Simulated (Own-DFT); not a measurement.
Simulation results for Al$_{3}$GaN$_{4}$ (wurtzite random alloy, strained, atoms displaced)

Computed with Own-DFT development build. A calculation, not a measurement: plane-wave density functional theory by an unreviewed code, no spin, of a simulated periodic cell, stress positive in tension, run twice, with PBE and with PBEsol, both on files made for PBE, so the change isn't that of files made for PBEsol, forces on such cells passed a denser k mesh, this cell's mesh not checked; the far tail of each file's local potential was reset to the Coulomb form; each entry is a single point on an unrelaxed cell, so the pressure reflects the starting lattice, mostly measured values (interpolated for alloys), from which strain is counted, and rises with the displacements; printed positions are rounded, which can move forces by about a meV/angstrom; the program, named Own-DFT, is a retired in-house code; no spin-orbit coupling; stress was not checked against mesh or cutoff.

```json
{"formula": "Al3GaN4", "kind": "wurtzite random alloy, strained, atoms displaced", "structure": {"cell_angstrom": [[9.1354, 0.0, 0.0], [-4.5677, 7.9115, 0.0], [0.0, 0.0, 10.0655]], "atoms_fractional": [["Ga", 0.12132, 0.22488, 0.99658], ["Al", 0.22975, 0.1134, 0.24461], ["N", 0.11268, 0.22616, 0.1908], ["N", 0.22635, 0.11898, 0.44088], ["Ga", 0.09737, 0.21493, 0.49902], ["Al", 0.22452, 0.11194, 0.75039], ["N", 0.10617, 0.2253, 0.69071], ["N", 0.22685, 0.11306, 0.95037], ["Ga", 0.12359, 0.56582, 0.00313], ["Al", 0.21778, 0.42871, 0.24045], ["N", 0.11748, 0.54835, 0.19167], ["N", 0.23242, 0.45095, 0.4452], ["Al", 0.11361, 0.55558, 0.49621], ["Ga", 0.21597, 0.44568, 0.75354], ["N", 0.10682, 0.55237, 0.68788], ["N", 0.21571, 0.4487, 0.93987], ["Al", 0.10918, 0.88842, 0.00013], ["Al", 0.23305, 0.78493, 0.25505], ["N", 0.11538, 0.88997, 0.18191], ["N", 0.21118, 0.7601, 0.43488], ["Al", 0.11917, 0.88922, 0.49115], ["Al", 0.21069, 0.77324, 0.73761], ["N", 0.10451, 0.88359, 0.69036], ["N", 0.22477, 0.77998, 0.93982], ["Al", 0.44859, 0.22266, 0.00554], ["Al", 0.56062, 0.11777, 0.24378], ["N", 0.44881, 0.22175, 0.18333], ["N", 0.55663, 0.11289, 0.43481], ["Al", 0.45268, 0.21977, 0.49874], ["Al", 0.55026, 0.12119, 0.74637], ["N", 0.44805, 0.23069, 0.68523], ["N", 0.55748, 0.11394, 0.94005], ["Al", 0.43955, 0.55801, 0.00303], ["Al", 0.55717, 0.44213, 0.24535], ["N", 0.44394, 0.55091, 0.19154], ["N", 0.56058, 0.4521, 0.44752], ["Al", 0.44395, 0.55026, 0.4958], ["Al", 0.56496, 0.45113, 0.74239], ["N", 0.45183, 0.55395, 0.69562], ["N", 0.55222, 0.43829, 0.93121], ["Al", 0.43837, 0.8857, 0.99787], ["Al", 0.55535, 0.78745, 0.24729], ["N", 0.44932, 0.8844, 0.19061], ["N", 0.56575, 0.78109, 0.43755], ["Al", 0.45893, 0.90452, 0.50235], ["Al", 0.55298, 0.7828, 0.74642], ["N", 0.44108, 0.88771, 0.69062], ["N", 0.55071, 0.77136, 0.94132], ["Al", 0.77459, 0.22461, 0.99403], ["Ga", 0.88508, 0.11234, 0.25098], ["N", 0.7744, 0.22893, 0.183], ["N", 0.88398, 0.10625, 0.44862], ["Al", 0.77621, 0.21101, 0.50922], ["Al", 0.89418, 0.11667, 0.74849], ["N", 0.76802, 0.2233, 0.69755], ["N", 0.89087, 0.11438, 0.93941], ["Al", 0.7828, 0.56226, 0.0018], ["Ga", 0.87232, 0.43877, 0.25311], ["N", 0.76682, 0.54538, 0.17615], ["N", 0.87858, 0.43652, 0.44196], ["Ga", 0.78401, 0.56448, 0.49402], ["Al", 0.88103, 0.43333, 0.7408], ["N", 0.79007, 0.55603, 0.68652], ["N", 0.89253, 0.44372, 0.94309], ["Al", 0.78548, 0.89226, 0.9924], ["Ga", 0.88284, 0.77095, 0.25057], ["N", 0.77235, 0.88617, 0.18762], ["N", 0.89567, 0.78436, 0.44157], ["Ga", 0.78108, 0.88038, 0.49314], ["Al", 0.88908, 0.77737, 0.74501], ["N", 0.77121, 0.88891, 0.69556], ["N", 0.89238, 0.77425, 0.94671]]}, "settings": {"functional": "PBE, then PBEsol", "potential_files": "PseudoDojo norm-conserving, scalar-relativistic, standard set", "wave_cutoff [hartree]": 42.0, "occupations": "Fermi-Dirac", "smearing_width [eV]": 0.1, "k_mesh": "4 x 4 x 3 centred on Gamma"}, "results": {"PBE_pressure [GPa]": 20.22, "PBE_stress_xx [GPa]": -26.04, "PBE_stress_yy [GPa]": -25.32, "PBE_stress_zz [GPa]": -9.3, "PBE_stress_yz [GPa]": 0.4, "PBE_stress_xz [GPa]": -0.16, "PBE_stress_xy [GPa]": 1.35, "PBEsol_pressure [GPa]": 16.88, "PBEsol_stress_xx [GPa]": -22.73, "PBEsol_stress_yy [GPa]": -22.01, "PBEsol_stress_zz [GPa]": -5.89, "PBEsol_stress_yz [GPa]": 0.45, "PBEsol_stress_xz [GPa]": -0.13, "PBEsol_stress_xy [GPa]": 1.33, "force_element": ["Ga", "Al", "N", "N", "Ga", "Al", "N", "N", "Ga", "Al", "N", "N", "Al", "Ga", "N", "N", "Al", "Al", "N", "N", "Al", "Al", "N", "N", "Al", "Al", "N", "N", "Al", "Al", "N", "N", "Al", "Al", "N", "N", "Al", "Al", "N", "N", "Al", "Al", "N", "N", "Al", "Al", "N", "N", "Al", "Ga", "N", "N", "Al", "Al", "N", "N", "Al", "Ga", "N", "N", "Ga", "Al", "N", "N", "Al", "Ga", "N", "N", "Ga", "Al", "N", "N"], "PBE_force_x [eV/angstrom]": [-2.502, -1.185, 1.018, 1.579, 2.824, -0.474, 1.639, 1.606, -2.78, 0.081, -1.469, -1.879, -0.158, 1.959, -1.209, 3.121, 1.155, -0.766, 0.44, 0.788, -0.364, 1.602, 0.227, -1.089, 0.175, 0.142, -0.5, 0.886, -2.087, 0.53, -0.786, -0.782, 1.457, -1.292, -0.105, 0.214, -0.074, 0.223, -1.542, 0.027, 1.511, 2.36, -2.72, -3.012, -0.156, 0.413, -1.076, 0.197, 1.253, -0.064, 0.626, -1.739, -1.452, -1.557, 1.642, -0.316, -0.108, 2.86, -0.233, 2.122, 0.309, 1.034, -1.707, -1.128, -1.411, 0.52, 0.334, 2.852, -1.745, -1.051, 1.565, -0.768], "PBE_force_y [eV/angstrom]": [0.529, -0.36, -3.795, -1.503, 2.692, 0.37, -1.488, -1.37, -1.069, 4.54, 1.546, -1.522, -2.588, 0.766, 0.407, -0.591, -0.094, -2.134, -0.051, 4.197, 0.584, -0.141, 2.115, 1.724, 0.795, -1.608, 0.136, 0.209, 1.782, -2.01, -1.072, -1.18, -1.198, 0.25, 0.572, -2.28, 1.836, -0.121, 1.363, 1.013, 0.885, -3.047, 2.581, -0.871, -3.455, -1.763, 1.308, 1.758, 0.263, 0.054, -2.186, -0.035, 1.777, -1.294, -2.426, -0.396, -2.637, 1.582, 1.323, -0.751, -1.188, 3.043, 0.738, 0.596, -0.615, 0.646, 0.358, -0.076, 1.155, -0.548, 0.601, 1.368], "PBE_force_z [eV/angstrom]": [0.911, 0.707, -0.442, -1.269, 0.972, 0.275, 0.135, -2.627, 1.112, 2.956, 1.162, -1.873, 0.806, -0.255, -1.445, -0.087, -0.272, -1.606, 1.843, 0.548, 1.156, 2.216, -1.507, -1.993, -2.108, 0.417, 1.756, -0.472, 0.316, 2.063, -0.456, -0.749, -0.691, 1.221, -0.368, -2.687, 1.896, 1.482, -1.901, 1.097, 0.11, 1.174, -1.087, -0.592, -0.123, 1.473, -1.058, -0.623, 0.49, -0.3, -0.51, -1.916, -0.319, 1.387, -2.076, -0.721, -2.577, -0.077, 2.304, 0.379, 1.886, 2.916, 0.241, -1.644, 0.783, -0.985, -0.861, -1.621, 2.861, 1.507, -0.518, -2.14], "PBEsol_force_x [eV/angstrom]": [-2.47, -1.203, 0.862, 1.397, 2.777, -0.478, 1.653, 1.411, -2.728, 0.084, -1.587, -1.896, -0.181, 1.905, -1.034, 2.921, 1.14, -0.787, 0.313, 0.811, -0.364, 1.617, 0.212, -1.092, 0.171, 0.141, -0.495, 0.904, -2.078, 0.523, -0.804, -0.784, 1.452, -1.272, -0.114, 0.409, -0.058, 0.249, -1.688, 0.024, 1.519, 2.383, -2.728, -2.806, -0.164, 0.388, -1.085, 0.203, 1.275, -0.044, 0.772, -1.502, -1.467, -1.574, 1.639, -0.167, -0.103, 2.797, -0.056, 1.941, 0.294, 1.062, -1.697, -0.979, -1.398, 0.499, 0.489, 2.615, -1.71, -1.065, 1.568, -0.765], "PBEsol_force_y [eV/angstrom]": [0.515, -0.363, -3.922, -1.391, 2.634, 0.38, -1.274, -1.242, -1.074, 4.542, 1.506, -1.686, -2.617, 0.74, 0.288, -0.653, -0.1, -2.128, -0.134, 4.186, 0.59, -0.149, 2.117, 1.497, 0.798, -1.619, 0.144, 0.228, 1.793, -2.027, -1.04, -1.182, -1.221, 0.242, 0.592, -2.174, 1.859, -0.132, 1.287, 1.013, 0.888, -3.062, 2.596, -0.771, -3.466, -1.768, 1.317, 1.762, 0.256, 0.048, -2.029, -0.133, 1.773, -1.277, -2.451, -0.29, -2.634, 1.533, 1.375, -0.641, -1.174, 3.043, 0.745, 0.697, -0.612, 0.647, 0.438, -0.182, 1.13, -0.546, 0.604, 1.362], "PBEsol_force_z [eV/angstrom]": [0.895, 0.713, -0.569, -1.21, 0.958, 0.282, 0.02, -2.548, 1.074, 2.984, 1.021, -1.855, 0.823, -0.253, -1.372, -0.137, -0.272, -1.613, 1.882, 0.549, 1.17, 2.231, -1.53, -1.941, -2.097, 0.445, 1.739, -0.509, 0.322, 2.066, -0.467, -0.761, -0.681, 1.271, -0.364, -2.622, 1.925, 1.466, -1.85, 1.083, 0.133, 1.198, -1.117, -0.524, -0.12, 1.477, -1.041, -0.634, 0.506, -0.311, -0.394, -1.946, -0.304, 1.377, -2.062, -0.673, -2.581, -0.093, 2.436, 0.265, 1.843, 2.931, 0.057, -1.598, 0.797, -0.966, -0.758, -1.64, 2.771, 1.513, -0.655, -2.154], "rms_change_of_force_components_from_PBE_to_PBEsol [eV/angstrom]": 0.072}}
```
